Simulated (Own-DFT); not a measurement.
## Calculated data, Al$_{3}$GaN$_{4}$ (wurtzite random alloy, atoms displaced)

A calculation, not a measurement: plane-wave density functional theory by an unreviewed code, no spin, of a simulated periodic cell, stress positive in tension, run twice, with PBE and with PBEsol, both on files made for PBE, so the change isn't that of files made for PBEsol, forces on such cells passed a denser k mesh, this cell's mesh not checked; the far tail of each file's local potential was reset to the Coulomb form; each entry is a single point on an unrelaxed cell, so the pressure reflects the starting lattice, mostly measured values (interpolated for alloys), from which strain is counted, and rises with the displacements; printed positions are rounded, which can move forces by about a meV/angstrom; the program, named Own-DFT, is a retired in-house code; no spin-orbit coupling; stress was not checked against mesh or cutoff. Program: Own-DFT development build.

```cif
# cell vector a (Å): 9.3938 0.0000 0.0000
# cell vector b (Å): -4.6969 8.1352 0.0000
# cell vector c (Å): 0.0000 0.0000 10.0655
data_Al3GaN4
_symmetry_space_group_name_H-M 'P 1'
_symmetry_Int_Tables_number 1
_cell_length_a 9.3938
_cell_length_b 9.3937
_cell_length_c 10.0655
_cell_angle_alpha 90.000
_cell_angle_beta 90.000
_cell_angle_gamma 120.000
_cell_volume 769.21
loop_
_atom_site_label
_atom_site_type_symbol
_atom_site_fract_x
_atom_site_fract_y
_atom_site_fract_z
_atom_site_occupancy
Al1 Al 0.11498 0.21578 0.99647 1
Al2 Al 0.21286 0.11656 0.25549 1
N1 N 0.11513 0.21861 0.20528 1
N2 N 0.23232 0.12201 0.44695 1
Al3 Al 0.09946 0.21112 0.51201 1
Al4 Al 0.21469 0.09797 0.76400 1
N3 N 0.10831 0.21797 0.67281 1
N4 N 0.21360 0.11605 0.94664 1
Al5 Al 0.12169 0.54552 0.00956 1
Al6 Al 0.22115 0.45121 0.27384 1
N5 N 0.10477 0.55260 0.19431 1
N6 N 0.23535 0.45186 0.43962 1
Al7 Al 0.10284 0.54967 0.50951 1
Al8 Al 0.24372 0.45055 0.74322 1
N7 N 0.10936 0.56345 0.68483 1
N8 N 0.23814 0.47025 0.94637 1
Ga1 Ga 0.13040 0.88915 0.99144 1
Al9 Al 0.21683 0.76179 0.25685 1
N9 N 0.09865 0.88448 0.18565 1
N10 N 0.21708 0.77837 0.43739 1
Al10 Al 0.11464 0.89373 0.49659 1
Al11 Al 0.22415 0.78101 0.75430 1
N11 N 0.10028 0.88558 0.69031 1
N12 N 0.23071 0.77967 0.92901 1
Ga2 Ga 0.43528 0.20994 0.99606 1
Ga3 Ga 0.55533 0.12001 0.25086 1
N13 N 0.43498 0.22701 0.17861 1
N14 N 0.54081 0.09904 0.44615 1
Al12 Al 0.43780 0.21740 0.50571 1
Ga4 Ga 0.56916 0.11479 0.75523 1
N15 N 0.44038 0.22323 0.69496 1
N16 N 0.55484 0.11818 0.93645 1
Ga5 Ga 0.45383 0.55513 0.99254 1
Al13 Al 0.55660 0.44879 0.24136 1
N17 N 0.43652 0.56241 0.18307 1
N18 N 0.55496 0.45470 0.42907 1
Al14 Al 0.45384 0.54825 0.49963 1
Al15 Al 0.55832 0.44193 0.74357 1
N19 N 0.44352 0.55575 0.68374 1
N20 N 0.56658 0.44551 0.94701 1
Al16 Al 0.44222 0.88821 0.99390 1
Al17 Al 0.53981 0.79088 0.25540 1
N21 N 0.44759 0.89089 0.18846 1
N22 N 0.54967 0.76864 0.42955 1
Al18 Al 0.45380 0.89456 0.50736 1
Ga6 Ga 0.55927 0.78385 0.75322 1
N23 N 0.44171 0.89126 0.69632 1
N24 N 0.54133 0.77102 0.93722 1
Al19 Al 0.77760 0.21938 0.99397 1
Al20 Al 0.88756 0.11805 0.26336 1
N25 N 0.79101 0.23111 0.19664 1
N26 N 0.88596 0.10226 0.43577 1
Al21 Al 0.79168 0.22537 0.49695 1
Al22 Al 0.89421 0.10720 0.75304 1
N27 N 0.78800 0.23725 0.68340 1
N28 N 0.88700 0.11175 0.94689 1
Al23 Al 0.77759 0.55739 0.99042 1
Ga7 Ga 0.89448 0.44537 0.25189 1
N29 N 0.78043 0.54967 0.20070 1
N30 N 0.87344 0.44289 0.43581 1
Al24 Al 0.78242 0.54922 0.48835 1
Al25 Al 0.87891 0.45312 0.74845 1
N31 N 0.78370 0.57310 0.68934 1
N32 N 0.88290 0.44113 0.93295 1
Al26 Al 0.78062 0.88928 0.01305 1
Ga8 Ga 0.89433 0.78527 0.24946 1
N33 N 0.76115 0.88202 0.18650 1
N34 N 0.89879 0.76982 0.44736 1
Al27 Al 0.78682 0.89496 0.50628 1
Ga9 Ga 0.87223 0.76275 0.76539 1
N35 N 0.77200 0.89839 0.69752 1
N36 N 0.87478 0.76358 0.95365 1
_calc_functional 'PBE, then PBEsol'
_calc_potential_files 'PseudoDojo norm-conserving, scalar-relativistic, standard set'
_calc_wave_cutoff 42  # hartree
_calc_occupations 'Fermi-Dirac'
_calc_smearing_width 0.1  # eV
_calc_k_mesh '4 x 4 x 3 centred on Gamma'
_calc_PBE_pressure 9.77  # GPa
_calc_PBE_stress_xx -9.22  # GPa
_calc_PBE_stress_yy -7.38  # GPa
_calc_PBE_stress_zz -12.72  # GPa
_calc_PBE_stress_yz -0.73  # GPa
_calc_PBE_stress_xz 1.52  # GPa
_calc_PBE_stress_xy 1.46  # GPa
_calc_PBEsol_pressure 6.65  # GPa
_calc_PBEsol_stress_xx -6.1  # GPa
_calc_PBEsol_stress_yy -4.24  # GPa
_calc_PBEsol_stress_zz -9.61  # GPa
_calc_PBEsol_stress_yz -0.76  # GPa
_calc_PBEsol_stress_xz 1.49  # GPa
_calc_PBEsol_stress_xy 1.51  # GPa
_calc_rms_change_of_force_components_from_PBE_to_PBEsol 0.077  # eV/angstrom
```

Force:
| force element | PBE force x (eV/Å) | PBE force y (eV/Å) | PBE force z (eV/Å) | PBEsol force x (eV/Å) | PBEsol force y (eV/Å) | PBEsol force z (eV/Å) |
| --- | --- | --- | --- | --- | --- | --- |
| Al | -3.952 | 3.222 | 3.211 | -3.972 | 3.259 | 3.228 |
| Al | 3.573 | -1.847 | 0.385 | 3.61 | -1.89 | 0.394 |
| N | -3.898 | 2.055 | -1.96 | -3.919 | 2.088 | -1.963 |
| N | -2.098 | -1.734 | -0.954 | -2.113 | -1.717 | -0.948 |
| Al | 1.668 | 1.289 | -7.207 | 1.649 | 1.291 | -7.283 |
| Al | -0.073 | 0.985 | -3.072 | -0.067 | 0.985 | -3.052 |
| N | 0.397 | 0.454 | 8.733 | 0.423 | 0.454 | 8.765 |
| N | 2.116 | -1.826 | -2.434 | 2.341 | -1.933 | -2.304 |
| Al | -4.115 | 1.695 | -0.353 | -4.174 | 1.723 | -0.341 |
| Al | 1.332 | -0.739 | -6.232 | 1.299 | -0.751 | -6.277 |
| N | 2.722 | 0.447 | -0.743 | 2.531 | 0.308 | -0.657 |
| N | -2.043 | -1.266 | 5.036 | -2.015 | -1.265 | 5.098 |
| Al | 0.574 | 1.311 | -2.28 | 0.564 | 1.291 | -2.331 |
| Al | -4.397 | -1.09 | 1.094 | -4.42 | -1.106 | 1.116 |
| N | 0.636 | -0.814 | 2.238 | 0.635 | -0.82 | 2.274 |
| N | 1.128 | -5.297 | -3.611 | 1.373 | -5.187 | -3.559 |
| Ga | -3.132 | -0.899 | 2.352 | -3.073 | -0.878 | 2.324 |
| Al | -0.888 | 2.817 | -0.857 | -0.9 | 2.832 | -0.881 |
| N | 3.936 | 1.948 | 0.001 | 3.748 | 1.833 | -0.064 |
| N | 1.151 | -0.529 | 1.318 | 1.161 | -0.53 | 1.341 |
| Al | 0.561 | -0.146 | 0.849 | 0.565 | -0.12 | 0.846 |
| Al | -0.796 | -0.686 | -3.012 | -0.818 | -0.682 | -3.02 |
| N | 1.11 | 0.571 | 1.037 | 0.976 | 0.467 | 1.06 |
| N | 0.35 | -1.291 | 2.354 | 0.187 | -1.219 | 2.44 |
| Ga | 0.13 | 2.555 | 0.359 | 0.136 | 2.505 | 0.374 |
| Ga | -0.336 | -0.201 | -0.019 | -0.329 | -0.213 | -0.015 |
| N | 0.281 | -0.479 | 2.645 | 0.391 | -0.554 | 2.475 |
| N | 1.325 | 2.704 | -0.186 | 1.326 | 2.727 | -0.34 |
| Al | 1.324 | 1.37 | -0.224 | 1.351 | 1.399 | -0.227 |
| Ga | -1.001 | 0.309 | -2.217 | -1.001 | 0.294 | -2.149 |
| N | -0.184 | -0.35 | 0.082 | -0.077 | -0.44 | 0.131 |
| N | 2.046 | -1.944 | 1.746 | 1.858 | -1.843 | 1.6 |
| Ga | 0.126 | 0.364 | 2.221 | 0.086 | 0.367 | 2.184 |
| Al | -1.032 | 0.634 | -0.209 | -1.034 | 0.628 | -0.225 |
| N | 0.41 | -0.263 | 2.076 | 0.407 | -0.25 | 1.901 |
| N | 2.874 | -2.591 | 1.01 | 2.888 | -2.603 | 0.977 |
| Al | -2.402 | 2.094 | -0.511 | -2.415 | 2.111 | -0.486 |
| Al | -0.392 | 0.698 | 1.048 | -0.392 | 0.724 | 1.067 |
| N | 2.764 | 0.378 | 0.106 | 2.791 | 0.551 | 0.152 |
| N | -1.075 | -1.242 | -2.797 | -1.254 | -1.311 | -2.695 |
| Al | 0.962 | 0.281 | 1.086 | 0.934 | 0.317 | 1.083 |
| Al | 4.492 | -3.026 | -1.394 | 4.509 | -3.023 | -1.389 |
| N | -3.853 | 1.09 | -1.82 | -3.877 | 1.257 | -1.789 |
| N | 0.458 | 1.535 | 3.784 | 0.466 | 1.506 | 3.783 |
| Al | -0.816 | -2.609 | -0.544 | -0.8 | -2.641 | -0.54 |
| Ga | -1.3 | -1.142 | -0.213 | -1.266 | -1.112 | -0.187 |
| N | -0.06 | 0.023 | -1.211 | 0.097 | 0.118 | -1.078 |
| N | 1.775 | 2.597 | 0.802 | 1.805 | 2.386 | 0.677 |
| Al | -0.594 | 1.313 | 1.519 | -0.617 | 1.313 | 1.523 |
| Al | 1.303 | -1.455 | -4.142 | 1.312 | -1.469 | -4.151 |
| N | -0.908 | -2.206 | -1.699 | -1.043 | -2.048 | -1.6 |
| N | 0.041 | 1.068 | 2.888 | 0.052 | 1.062 | 2.898 |
| Al | -2.589 | -0.482 | 0.188 | -2.588 | -0.5 | 0.147 |
| Al | -0.962 | 2.139 | 0.282 | -0.967 | 2.156 | 0.301 |
| N | 0.992 | -0.924 | 0.452 | 0.872 | -1.009 | 0.521 |
| N | 1.38 | -0.403 | -1.265 | 1.379 | -0.416 | -1.251 |
| Al | 1.785 | -2.579 | 3.522 | 1.82 | -2.59 | 3.535 |
| Ga | -1.726 | 0.296 | -0.407 | -1.71 | 0.298 | -0.388 |
| N | -1.66 | 0.771 | -2.259 | -1.469 | 0.832 | -2.154 |
| N | 4.835 | -2.239 | 1.749 | 4.871 | -2.24 | 1.524 |
| Al | -4.005 | 2.131 | 1.325 | -4.036 | 2.131 | 1.335 |
| Al | 2.482 | -0.021 | -0.139 | 2.47 | -0.006 | -0.14 |
| N | -0.683 | -5.417 | -2.339 | -0.692 | -5.12 | -2.247 |
| N | 1.125 | 0.375 | 1.032 | 1.127 | 0.374 | 1.039 |
| Al | -1.081 | -0.531 | -1.987 | -1.071 | -0.529 | -2.047 |
| Ga | -2.4 | -2.034 | 0.694 | -2.317 | -2.009 | 0.667 |
| N | 0.096 | 1.66 | 2.737 | 0.202 | 1.583 | 2.825 |
| N | -2.113 | 1.817 | -0.189 | -2.11 | 1.806 | -0.326 |
| Al | -0.393 | -2.887 | -0.741 | -0.39 | -2.905 | -0.741 |
| Ga | 0.278 | 4.679 | -0.117 | 0.285 | 4.561 | -0.129 |
| N | 1.993 | -0.16 | -1.704 | 1.907 | -0.364 | -1.585 |
| N | 0.425 | 3.675 | -0.913 | 0.52 | 3.757 | -1.048 |
